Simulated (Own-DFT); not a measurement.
# Which defects push the lattice out? diamond germanium

Source: density functional calculations with Own-DFT, an unreviewed in-house program that is no longer used. Nothing was measured or relaxed, and spin and spin-orbit coupling are left out.

Common settings: PBE; PseudoDojo norm-conserving scalar-relativistic files; cutoff 42 hartree; 5 x 5 x 5 k mesh centred on Gamma; Fermi-Dirac smearing of 0.1 eV.

Caveats (not all hold for every row): not probed for a lower state with spin; k mesh not checked against a denser one; stress not checked against mesh or cutoff.

All runs share one cell, with vectors in Å (0.000, 5.658, 5.658); (5.658, 0.000, 5.658); (5.658, 5.658, 0.000) and a volume of 362.3 Å³. Atoms were moved at random from their sites; u is the rms move along one axis. The defect's site can differ from row to row.

| cell | formula | u (Å) | P (GPa) |
|---|---|---|---|
| no defect | Ge16 | 0.0203 | 3.85 |
| no defect | Ge16 | 0.0492 | 4.39 |
| no defect | Ge16 | 0.0540 | 4.39 |
| one Ge vacancy | Ge15 | 0.0217 | 2.59 |
| one Ge vacancy | Ge15 | 0.0318 | 2.43 |
| one Ge vacancy | Ge15 | 0.0334 | 2.76 |
| one added Ge | Ge17 | 0.0274 | 11.51 |
| one added Ge | Ge17 | 0.0328 | ? |
| one added Ge | Ge17 | 0.0472 | 11.76 |
| one added Ge | Ge17 | 0.0560 | 11.93 |

## Working it out

P = P0 + c u² + a shift for each defect gives P0 = 3.82 GPa, c = 202 ± 46 GPa/Å² and a scatter of 0.12 GPa. The shifts, and each times the cell's volume:

- one added Ge: 7.50 ± 0.10 GPa, 16.9 eV
- one Ge vacancy: -1.40 ± 0.11 GPa, -3.2 eV

A positive shift means that the defect pushes the cell outwards. Shift times volume (160.2 GPa Å³ is 1 eV) depends little on the cell's size, so, taken for each site, it can be compared between cells at like pressure. The atoms around the defects weren't relaxed, which would change these numbers.

## The run left out

The question: what pressure belongs in the blank (one added Ge, u = 0.0328 Å)?

Estimate: 11.54 ± 0.14 GPa. DFT gave 11.28 GPa.
